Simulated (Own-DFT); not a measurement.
Simulation results for GaP (zincblende, atoms displaced)

A calculation, not a measurement: plane-wave PBE density functional theory by an unreviewed code, no spin, of a simulated periodic cell, stress positive in tension, free energy of the whole cell less one offset for each atom, forces on such cells passed a denser k mesh, this cell's mesh not checked; offsets are fitted by least squares, one for each functional and potential file, so energies compare only between cells with the same atoms and settings and are not formation energies; the far tail of each file's local potential was reset to the Coulomb form; each entry is a single point on an unrelaxed cell, so the pressure reflects the starting lattice, mostly measured values (interpolated for alloys), from which strain is counted, and rises with the displacements; printed positions are rounded, which can move forces by about a meV/angstrom; the program, named Own-DFT, is a retired in-house code; no spin-orbit coupling. Program: Own-DFT development build.

Settings shared by all entries: functional PBE; potential files PseudoDojo norm-conserving, scalar-relativistic, standard set; wave cutoff 42 hartree; occupations Fermi-Dirac; smearing width 0.1 eV; k mesh 2 x 3 x 3 centred on Gamma.

(1) 
```xyz
96
Lattice="16.3515 0.0000 0.0000 0.0000 10.9010 0.0000 0.0000 0.0000 10.9010" Properties=species:S:1:pos:R:3:force_x:R:1:force_y:R:1:force_z:R:1 formula=GaP free_energy_of_cell_above_offsets=-50.373 pressure=3.18 stress_xx=-3.09 stress_yy=-3.23 stress_zz=-3.24 stress_yz=-0.17 stress_xz=0.14 stress_xy=-0.38
Ga    16.3442     0.0111     0.0111      0.275     -0.272     -0.061
Ga     0.0657     2.7818     2.6426      0.157     -0.516      0.675
Ga     2.6278    10.8702     2.7017      1.365      0.373      0.069
Ga     2.6753     2.7129     0.0035      0.445     -0.302     -0.672
P      1.3890     1.3195     1.3509     -0.456      0.547     -0.343
P      1.3531     4.1147     4.0892     -0.029      0.132      0.097
P      4.0204     1.4385     4.0543      0.524     -1.081     -0.516
P      4.0321     4.0984     1.2821      0.449     -0.244      0.908
Ga    16.3448    10.8496     5.4232      0.842      1.247     -0.603
Ga     0.0361     2.7046     8.1902     -0.151     -0.085     -0.453
Ga     2.6568     0.0307     8.2276      0.455     -0.677      0.204
Ga     2.7465     2.7161     5.4486     -0.644       0.26       -0.1
P      1.4343     1.3078     6.7943     -1.013      0.613     -0.185
P      1.3440     4.0925     9.5369      0.019      0.126      0.146
P      4.1256     1.3630     9.4701     -0.409     -0.187      1.163
P      4.0760     4.0488     6.7901     -0.637      0.553      0.355
Ga    16.3213     5.4429     0.0351     -0.093     -0.242     -0.615
Ga     0.0124     8.1497     2.6656     -0.511      0.804      1.065
Ga     2.7553     5.4807     2.7171     -0.567     -0.217      -0.05
Ga     2.7105     8.1168     0.0219      0.164     -0.083     -0.423
P      1.2650     6.8067     1.3434      1.188     -0.337      0.202
P      1.4075     9.5987     4.0886     -0.464     -1.567      0.177
P      4.0507     6.7595     4.1342      0.824      0.807     -0.277
P      4.0841     9.5142     1.3329     -0.306      0.682     -0.339
Ga    16.2418     5.5134     5.4003      0.711     -0.215       0.45
Ga    16.3263     8.1437     8.1969     -0.243      0.426     -0.006
Ga     2.7396     5.4583     8.1806     -0.681     -0.389     -0.637
Ga     2.7977     8.2094     5.5304     -0.739     -0.336     -0.904
P      1.3421     6.8833     6.8190      0.043     -0.847     -0.201
P      1.3294     9.4969     9.5845      0.175      0.163     -0.133
P      4.0848     6.6647     9.5472      0.389      1.765     -0.018
P      4.0333     9.5316     6.8656      0.978      0.413      0.495
Ga     5.5631    10.8970    10.8984     -1.385     -0.326      -0.63
Ga     5.4632     2.7232     2.6924     -0.556      0.171     -0.072
Ga     8.1678    10.8719     2.7984      0.345      0.043     -0.274
Ga     8.0559     2.6424    10.8984       0.74      0.957     -0.247
P      6.8057     1.2924     1.3604      0.239      0.316      0.823
P      6.7610     4.0333     4.1390      0.776       0.59      -0.15
P      9.5226     1.4039     4.1286      0.276     -0.468      0.038
P      9.5066     4.1266     1.3424     -0.158     -0.879      0.044
Ga     5.3863    10.8764     5.4082     -0.341      0.501       0.37
Ga     5.3709     2.7562     8.1399      0.636     -0.523     -0.145
Ga     8.1908    10.8337     8.2864      0.322      1.117     -1.168
Ga     8.2110     2.7397     5.5728     -1.491     -1.099     -1.453
P      6.7644     1.3520     6.8037      0.394     -0.364       0.44
P      6.7256     4.0785     9.4924       0.66     -0.228      0.228
P      9.6022     1.4104     9.5693     -1.297     -0.682      0.028
P      9.4928     4.0263     6.7803      0.778      1.756      1.247
Ga     5.4436     5.4127     0.0026      0.154     -0.106      0.034
Ga     5.4638     8.2301     2.6092      -0.08     -1.144      0.882
Ga     8.1648     5.4686     2.7077     -0.415     -0.492      0.478
Ga     8.3159     8.1625     0.0393     -2.189     -0.073     -0.597
P      6.8346     6.7768     1.2990      -0.14      0.558      0.285
P      6.7492     9.5241     4.0931      0.409     -0.184     -0.141
P      9.5198     6.8290     4.0794     -0.448      0.225     -0.122
P      9.5329     9.5056     1.2737       0.73      0.842      1.882
Ga     5.4331     5.4129     5.5521     -0.016      0.193     -1.004
Ga     5.5478     8.1312     8.1647     -1.995      0.488      0.605
Ga     8.1629     5.4720     8.2133     -0.467     -0.286     -0.591
Ga     8.1396     8.1501     5.4550      0.259       0.54     -0.254
P      6.7489     6.8936     6.7897      1.169      -1.54     -0.092
P      6.7941     9.5314     9.4688      0.567      -0.76      1.445
P      9.4555     6.7628     9.6283      1.311      0.118     -1.273
P      9.5656     9.5005     6.8320     -0.955     -0.768      0.891
Ga    10.8703    10.8935    10.8683      0.735     -0.047      0.112
Ga    10.9175     2.7347     2.7053     -0.043      0.165      0.327
Ga    13.6888    10.8557     2.6992     -0.346       0.89       0.31
Ga    13.6309     2.8080     0.0612     -0.158     -1.026     -0.539
P     12.2507     1.3164     1.3696      0.264      0.274     -0.074
P     12.2948     4.1316     4.1590     -1.043     -0.123     -0.659
P     15.0898     1.3568     3.9992     -0.628      0.402      0.492
P     14.9904     4.1103     1.4178      -0.19      0.226     -0.384
Ga    10.8180    10.8368     5.5850      1.369      1.053      -1.59
Ga    10.8168     2.7385     8.2035      0.876     -0.267     -0.941
Ga    13.6305     0.0040     8.0822      0.508      0.081      0.551
Ga    13.6332     2.7529     5.4151      0.921      -0.31     -0.122
P     12.3329     1.4015     6.7763      -1.24     -0.137      0.351
P     12.1909     4.0381     9.5104      0.596      0.581      0.453
P     15.0462     1.3258     9.5611     -0.962      0.637      -0.33
P     14.9601     4.1285     6.8479      0.679     -0.835     -0.422
Ga    10.8882     5.4358    10.8898     -0.009     -0.176      0.065
Ga    10.9473     8.1177     2.7437     -0.826      1.507      0.635
Ga    13.5509     5.4264     2.6911      0.193      0.623      0.566
Ga    13.5808     8.1528     0.0450      0.327      0.068      0.044
P     12.1339     6.8364     1.4105      1.412     -1.067     -1.182
P     12.3425     9.5428     4.0387      -1.03     -0.135      0.911
P     14.8878     6.8835     4.1265      0.923     -0.799     -1.693
P     14.9878     9.5909     1.3542      0.217     -1.091     -0.341
Ga    10.7874     5.5064     5.4495      0.957     -0.496      0.304
Ga    10.9402     8.1834     8.2696     -0.175     -0.894     -0.587
Ga    13.5843     5.3943     8.1529      0.027      0.161      0.682
Ga    13.6604     8.1574     5.4606      -0.68      1.008      0.377
P     12.3385     6.7623     6.7896     -1.276      0.618      0.331
P     12.3133     9.5327     9.5262     -0.082      0.443      0.162
P     14.9468     6.7701     9.5675       -0.3      0.136      -0.16
P     15.0552     9.6037     6.7150     -0.908     -1.275      1.376
```

Units: free_energy_of_cell_above_offsets in eV; pressure, stress_xx, stress_yy, stress_zz, stress_yz, stress_xz, stress_xy in GPa; force_x, force_y, force_z in eV/Å.

(2) 
```xyz
96
Lattice="16.3515 0.0000 0.0000 0.0000 10.9010 0.0000 0.0000 0.0000 10.9010" Properties=species:S:1:pos:R:3:force_x:R:1:force_y:R:1:force_z:R:1 formula=GaP free_energy_of_cell_above_offsets=-50.221 pressure=3.24 stress_xx=-3.2 stress_yy=-3.29 stress_zz=-3.23 stress_yz=-0.22 stress_xz=-0.49 stress_xy=-0.51
Ga     0.0406    10.8793     0.0449      -0.39      0.617      0.168
Ga     0.0126     2.6878     2.6972      0.084     -0.082     -0.066
Ga     2.6901    10.9009     2.7417      0.852     -0.315      0.814
Ga     2.7569     2.7725     0.0770     -0.202     -0.721     -1.322
P      1.5018     1.3332     1.4093     -1.611      0.582     -0.928
P      1.3617     4.0109     4.0714     -0.635      1.021      0.338
P      4.1112     1.4242     4.0459     -0.053     -0.682      0.209
P      4.0464     4.0952     1.3439      0.985      0.795      0.462
Ga    16.3441     0.0064     5.4996      0.038      0.699     -0.143
Ga     0.0263     2.8329     8.1828     -0.651     -1.856     -0.355
Ga     2.7352    10.8928     8.1787     -0.402     -0.081      0.176
Ga     2.7738     2.7745     5.3829      0.001     -0.242      0.906
P      1.4182     1.3820     6.8271     -0.365      0.345     -0.168
P      1.3416     4.0458     9.4939      1.069      0.979       0.98
P      4.1329     1.2956     9.5274     -0.694       0.65      0.429
P      4.0642     4.1276     6.8864      0.876     -0.712     -0.952
Ga     0.0687     5.4563    10.8990     -0.489      0.077       0.47
Ga    16.3473     8.1787     2.7968      0.026     -0.184     -0.568
Ga     2.6957     5.4174     2.7912      0.373     -0.308      -0.27
Ga     2.7045     8.2207     0.0093      0.073      0.059     -0.086
P      1.4795     6.8352     1.4386     -1.187      0.043     -0.375
P      1.3151     9.5850     4.1042      0.106     -0.158      0.001
P      4.1121     6.7980     4.0233     -0.287      0.238      0.662
P      4.0759     9.5752     1.3862     -0.543     -0.795      0.522
Ga    16.3136     5.5806     5.4052      0.718     -1.823      0.359
Ga    16.3298     8.1161     8.2371     -0.255      0.519     -0.831
Ga     2.7873     5.5029     8.1391     -0.632     -0.009      0.847
Ga     2.6678     8.1886     5.3869      0.533     -0.134      0.213
P      1.3436     6.7889     6.7997      0.247      0.632      0.242
P      1.2619     9.5383     9.5454      1.178     -0.163     -0.249
P      4.0953     6.8027     9.6322      -0.18      0.713     -0.984
P      4.0514     9.6148     6.7475      0.048      -1.07      0.447
Ga     5.3327     0.0108     0.1142      1.563      0.276     -0.743
Ga     5.4542     2.7305     2.6817     -0.193     -0.087     -0.496
Ga     8.1841    10.8876     2.7489      0.032     -0.118     -0.406
Ga     8.2012     2.7282     0.0329      0.195     -0.109     -0.527
P      6.8630     1.3928     1.3473     -0.529     -0.637      0.277
P      6.7469     4.0193     4.0667      0.868      0.979      0.279
P      9.4993     1.3772     4.1230      0.984     -0.017     -0.735
P      9.5010     4.0877     1.4075      1.129      -0.17     -0.504
Ga     5.4340     0.0515     5.4779      0.308     -0.173     -0.919
Ga     5.4780     2.6392     8.1819     -0.173      0.648      -0.11
Ga     8.1685    10.8937     8.2648     -0.469     -0.262     -0.822
Ga     8.1779     2.7221     5.4351     -0.355      0.231      0.118
P      6.8441     1.3545     6.8049      0.195     -0.131      0.223
P      6.8028     4.0579     9.5624      0.162       0.15     -0.042
P      9.5383     1.2487     9.5431      0.621      1.527      0.203
P      9.4895     4.1163     6.7985       0.15     -0.411      0.672
Ga     5.5040     5.5188     0.0177     -0.166     -0.834      0.278
Ga     5.4674     8.1999     2.7264     -0.876     -0.832     -1.029
Ga     8.2306     5.4513     2.7285     -1.015     -0.232      0.222
Ga     8.2177     8.1699    10.8220     -0.208     -0.543       0.28
P      6.8356     6.8240     1.3912      0.353      0.176     -0.311
P      6.7556     9.4611     3.9691      0.833      1.485      1.907
P      9.5431     6.8571     3.9805     -0.545     -0.424      2.046
P      9.5605     9.4573     1.3201     -0.516       0.93      0.108
Ga     5.4739     5.4727     5.4298     -0.355      -0.33      0.286
Ga     5.4641     8.1853     8.1426     -1.216      0.898      0.887
Ga     8.2118     5.4785     8.2778     -1.067     -0.628      -1.01
Ga     8.1024     8.1941     5.5056     -0.188     -0.515     -0.921
P      6.7062     6.8556     6.8846      1.569     -1.122     -0.774
P      6.8210     9.5220     9.5642      -0.76      0.238      0.192
P      9.6094     6.7390     9.4971     -0.383      1.467      0.128
P      9.4287     9.5560     6.7748      1.302     -0.012      0.662
Ga    10.8920    10.8650     0.0235      0.711     -0.087     -0.003
Ga    11.0634     2.7816     2.7363     -1.645     -0.761     -0.395
Ga    13.6194    10.8872     2.7928      0.681      0.634     -1.045
Ga    13.5480     2.6871    10.8585      1.413       0.34      0.018
P     12.3174     1.4111     1.3397     -0.722     -1.191      0.506
P     12.2556     4.1077     4.0662      0.521      0.704      1.409
P     15.0006     1.3906     4.0700     -0.062     -0.222      0.584
P     14.9445     4.0984     1.4743      0.915      -0.67     -1.944
Ga    10.9063    10.8936     5.4198      0.138     -0.069      0.058
Ga    10.9947     2.7388     8.1996     -0.881     -0.603     -0.516
Ga    13.6239    10.8591     8.2514     -0.534      0.072     -0.788
Ga    13.6454     2.7639     5.5175     -0.132     -0.293      -1.12
P     12.3571     1.3470     6.8064      -0.91     -0.281      0.264
P     12.2905     4.0703     9.5342     -0.119      1.015     -0.052
P     14.9243     1.2518     9.5082      1.422      1.634      0.901
P     15.0174     4.0589     6.7890      0.303      1.023     -0.099
Ga    10.8632     5.4985    10.8614      0.799     -1.099      1.068
Ga    10.8216     8.1720     2.6993      1.208      0.212     -0.185
Ga    13.6174     5.4344     2.6680     -0.399      0.486      0.962
Ga    13.6492     8.1412    10.8659      0.044      0.074      1.333
P     12.2575     6.8163     1.3981     -0.113       0.11     -0.692
P     12.2935     9.5273     3.9709       -0.8     -0.677      1.522
P     14.9788     6.7818     4.1069     -0.909      0.961     -0.511
P     15.0139     9.5309     1.3756      -0.27     -0.161      0.172
Ga    10.8314     5.4766     5.5215      0.029     -0.114     -1.391
Ga    10.9386     8.1435     8.1633     -0.285      0.614     -0.225
Ga    13.6497     5.4525     8.0720     -0.132      -0.29      0.653
Ga    13.6614     8.2029     5.5627     -0.354     -0.038     -1.175
P     12.2408     6.7842     6.7716      0.264      0.383      0.236
P     12.3744     9.4682     9.5605     -1.695      0.439      -0.18
P     14.9205     6.8318     9.5351      0.767     -1.155     -0.126
P     14.9347     9.6346     6.8267      0.873      -1.04      0.396
```

Units: free_energy_of_cell_above_offsets in eV; pressure, stress_xx, stress_yy, stress_zz, stress_yz, stress_xz, stress_xy in GPa; force_x, force_y, force_z in eV/Å.

(3) 
```xyz
96
Lattice="16.3515 0.0000 0.0000 0.0000 10.9010 0.0000 0.0000 0.0000 10.9010" Properties=species:S:1:pos:R:3:force_x:R:1:force_y:R:1:force_z:R:1 formula=GaP free_energy_of_cell_above_offsets=-50.030 pressure=3.22 stress_xx=-3.25 stress_yy=-3.2 stress_zz=-3.21 stress_yz=0.14 stress_xz=0.3 stress_xy=0.23
Ga    16.2736     0.0377    10.8028      1.073     -0.686      1.503
Ga    16.3106     2.7390     2.7952      0.381     -0.419     -0.627
Ga     2.7296    10.8720     2.8404     -0.021      0.645     -1.089
Ga     2.6571     2.6855     0.0031      0.655      0.922     -0.188
P      1.3603     1.3993     1.3336      -0.57     -0.736       1.04
P      1.2848     4.1267     4.0797       1.18      0.065     -0.222
P      4.1348     1.3371     4.1300     -0.276      0.394     -0.478
P      4.1095     4.1946     1.3578      0.136     -1.879     -0.696
Ga    16.3304    10.7549     5.4653      0.505      1.541      0.264
Ga    16.2985     2.7103     8.2061      0.355      0.323     -0.566
Ga     2.7975     0.0242     8.1616     -0.425     -0.123      0.024
Ga     2.7214     2.7399     5.3778     -0.388     -0.053      0.359
P      1.3769     1.3433     6.8129     -0.385     -0.002     -0.161
P      1.2980     4.1305     9.5829      1.083     -0.726     -1.087
P      4.0683     1.4261     9.5048      0.533     -0.273       0.54
P      4.1077     4.0891     6.7524     -0.412     -0.058      0.587
Ga     0.0076     5.4661    10.8245      0.003      0.687      1.114
Ga     0.0237     8.2655     2.7254     -0.259     -1.869      0.075
Ga     2.7625     5.4299     2.6062     -0.653      0.646      1.535
Ga     2.7336     8.2023     0.0272      0.245      -0.22      0.044
P      1.4379     6.8403     1.3510     -1.163     -0.021     -0.015
P      1.2890     9.5642     4.0693      0.977     -0.438      0.413
P      4.1482     6.7785     4.0710     -1.104      0.186       0.13
P      4.0302     9.5650     1.3583      1.081     -0.067      0.715
Ga     0.0315     5.5154     5.4417      0.126     -0.199      0.755
Ga    16.3085     8.2116     8.1603      0.548      0.118      0.995
Ga     2.7931     5.4814     8.1884     -0.157     -0.244      0.373
Ga     2.6383     8.1985     5.4453      0.714      -0.36     -0.215
P      1.3678     6.8596     6.9074      0.056     -0.319     -0.677
P      1.4511     9.5933     9.6386     -0.949     -0.106     -1.406
P      4.1508     6.8593     9.6073     -0.606     -0.278     -0.609
P      4.1047     9.5423     6.7750     -0.933     -0.328      0.246
Ga     5.5116    10.8713    10.8849     -1.521      1.083      0.743
Ga     5.4477     2.7834     2.7403     -0.325     -0.419     -0.336
Ga     8.1170     0.0373     2.7633      0.458     -0.306      0.085
Ga     8.1814     2.7314    10.8872      0.369      0.233      1.088
P      6.8104     1.3722     1.3671      0.001       0.34      0.081
P      6.6767     4.1217     4.1795      2.423     -1.399     -1.311
P      9.5507     1.3117     4.1858     -0.513      0.017     -0.508
P      9.6137     4.1787     1.3765     -0.735     -1.408      0.058
Ga     5.4158    10.8486     5.4687      0.811      0.293     -0.152
Ga     5.4521     2.7223     8.1321      0.025     -0.006      0.089
Ga     8.2090    10.8775     8.1234     -0.599     -0.134      0.872
Ga     8.1910     2.7180     5.4542     -0.571      0.045      0.233
P      6.8146     1.3045     6.8300     -0.045      0.358     -0.497
P      6.8115     4.0133     9.5996     -0.726      0.427     -0.429
P      9.4693     1.4261     9.5114       0.76     -0.675     -0.202
P      9.5255     4.0390     6.8647      0.206       0.55     -0.478
Ga     5.4663     5.4566    10.8998     -0.019     -0.294     -0.518
Ga     5.5237     8.1111     2.7501     -0.439      0.493     -0.585
Ga     8.1172     5.3760     2.7340      0.389      0.603      0.317
Ga     8.1793     8.0817     0.0715      0.191      1.588     -0.377
P      6.8186     6.7465     1.2810      0.128       0.17      1.451
P      6.8358     9.5114     4.1227      0.009       0.09      -0.19
P      9.6570     6.8331     4.0627     -1.224     -0.178      0.191
P      9.6311     9.6116     1.4181      -1.48     -0.472     -0.403
Ga     5.4485     5.3872     5.4134     -0.671      2.064      1.427
Ga     5.3856     8.2028     8.1627      0.457     -0.261     -0.132
Ga     8.2056     5.3270     8.3174      -0.46      1.056     -1.036
Ga     8.2461     8.1945     5.4832      0.016     -0.534     -0.571
P      6.8077     6.9001     6.7800      0.138     -1.318      0.669
P      6.6744     9.5538     9.5681      2.221       -0.9     -0.783
P      9.5068     6.8817     9.5094      0.467     -0.339     -0.028
P      9.5657     9.5156     6.8381      0.476       0.28      0.044
Ga    10.8409     0.0817     0.0225      0.114     -0.481     -1.109
Ga    10.8376     2.5695     2.7346      0.406      1.023      -0.24
Ga    13.6266     0.0299     2.7905      0.048     -0.065     -1.354
Ga    13.6301     2.6603    10.8851      0.184      1.056      0.663
P     12.2509     1.3298     1.2906       0.44      0.269      1.023
P     12.1946     4.0575     4.0744      0.668     -0.478     -0.516
P     15.0522     1.2261     4.0552     -0.369      1.338       0.94
P     15.0775     4.1291     1.3810     -0.827     -0.591     -0.508
Ga    10.9502    10.8782     5.4962     -0.092     -0.007      0.076
Ga    10.9365     2.6893     8.1242     -0.101      0.207      0.584
Ga    13.6278     0.0088     8.1337      0.027       0.07       0.19
Ga    13.6228     2.7399     5.4513      0.418     -0.078     -0.922
P     12.3060     1.3970     6.7857     -0.114     -0.566      0.175
P     12.3017     4.0684     9.5341     -0.549     -0.318      0.051
P     14.9637     1.3441     9.5689     -0.436      0.237     -1.124
P     14.9937     4.0923     6.7338     -0.046      0.245      1.093
Ga    10.8576     5.4480    10.7947      0.667      0.575      0.532
Ga    10.9383     8.2237     2.6967      0.197     -0.351      0.181
Ga    13.6413     5.4316     2.6653     -0.018     -0.324      0.906
Ga    13.6477     8.2264     0.0876     -0.103     -0.727     -0.385
P     12.2873     6.7967     1.4330     -0.435      0.279     -1.253
P     12.2538     9.6265     4.0167       0.05     -0.906      1.129
P     14.9420     6.7500     4.1824      0.181      1.145     -1.173
P     15.0155     9.5189     1.4221      -0.34      1.064     -0.634
Ga    10.9253     5.4178     5.4436     -0.135       0.26      0.532
Ga    10.9672     8.2691     8.2440     -0.224      -1.07     -0.741
Ga    13.5475     5.4927     8.2314      1.134      -0.59     -0.513
Ga    13.6490     8.2575     5.4691     -0.697     -0.719     -0.593
P     12.3255     6.8015     6.8404     -1.024      0.777     -0.393
P     12.3091     9.5524     9.5270     -0.012      0.705      0.923
P     14.9852     6.7921     9.5361     -0.334      0.796      0.138
P     14.9870     9.5374     6.7887     -0.248      0.059      0.832
```

Units: free_energy_of_cell_above_offsets in eV; pressure, stress_xx, stress_yy, stress_zz, stress_yz, stress_xz, stress_xy in GPa; force_x, force_y, force_z in eV/Å.
